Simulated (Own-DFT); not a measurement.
# One host, several defects: wurtzite GaN

Source: density functional calculations with Own-DFT, an unreviewed in-house program that is no longer used. Nothing was measured or relaxed, and spin and spin-orbit coupling are left out.

Settings: PBE; PseudoDojo norm-conserving scalar-relativistic files; cutoff 42 hartree; 4 x 4 x 3 k mesh centred on Gamma; Fermi-Dirac smearing of 0.1 eV.

Caveats (not all hold for every row): some atoms lie very close together; not probed for a lower state with spin; forces not confirmed at this smearing and k mesh; stress not checked against mesh or cutoff.

All runs share one cell, with vectors in Å (9.567, 0.000, 0.000); (-4.784, 8.285, 0.000); (0.000, 0.000, 10.370) and a volume of 822.0 Å³. Atoms were moved at random from their sites; u is the rms move along one axis. The defect's site can differ from row to row.

| cell | formula | u (Å) | P (GPa) |
|---|---|---|---|
| no defect | Ga36N36 | 0.0208 | 5.97 |
| no defect | Ga36N36 | 0.0452 | 6.93 |
| no defect | Ga36N36 | 0.0487 | 7.41 |
| one N on a Ga site | Ga35N37 | 0.0280 | 5.49 |
| one N on a Ga site | Ga35N37 | 0.0299 | 5.52 |
| one N on a Ga site | Ga35N37 | 0.0483 | 6.54 |
| one N on a Ga site | Ga35N37 | 0.0517 | ? |
| one Ga on an N site | Ga37N35 | 0.0306 | 11.95 |
| one Ga on an N site | Ga37N35 | 0.0316 | 12.12 |
| one Ga on an N site | Ga37N35 | 0.0453 | 13.38 |

## Worked fit

P = P0 + c u² + a shift for each defect gives P0 = 5.49 GPa, c = 794 ± 102 GPa/Å² and a scatter of 0.21 GPa. The shifts, and each times the cell's volume:

- one Ga on an N site: 5.94 ± 0.18 GPa, 30.5 eV
- one N on a Ga site: -0.70 ± 0.18 GPa, -3.6 eV

Positive is outwards. The product with the volume (160.2 GPa Å³ to the eV) is nearly free of the cell's size; divided by the bulk modulus at the cell's pressure it gives the volume that the defect adds. The atoms around the defects weren't relaxed, which would change these numbers.

## Test on the hidden row

Q: what pressure belongs in the blank (one N on a Ga site, u = 0.0517 Å)?

Estimate: 6.91 ± 0.28 GPa. The hidden result is 7.11 GPa.
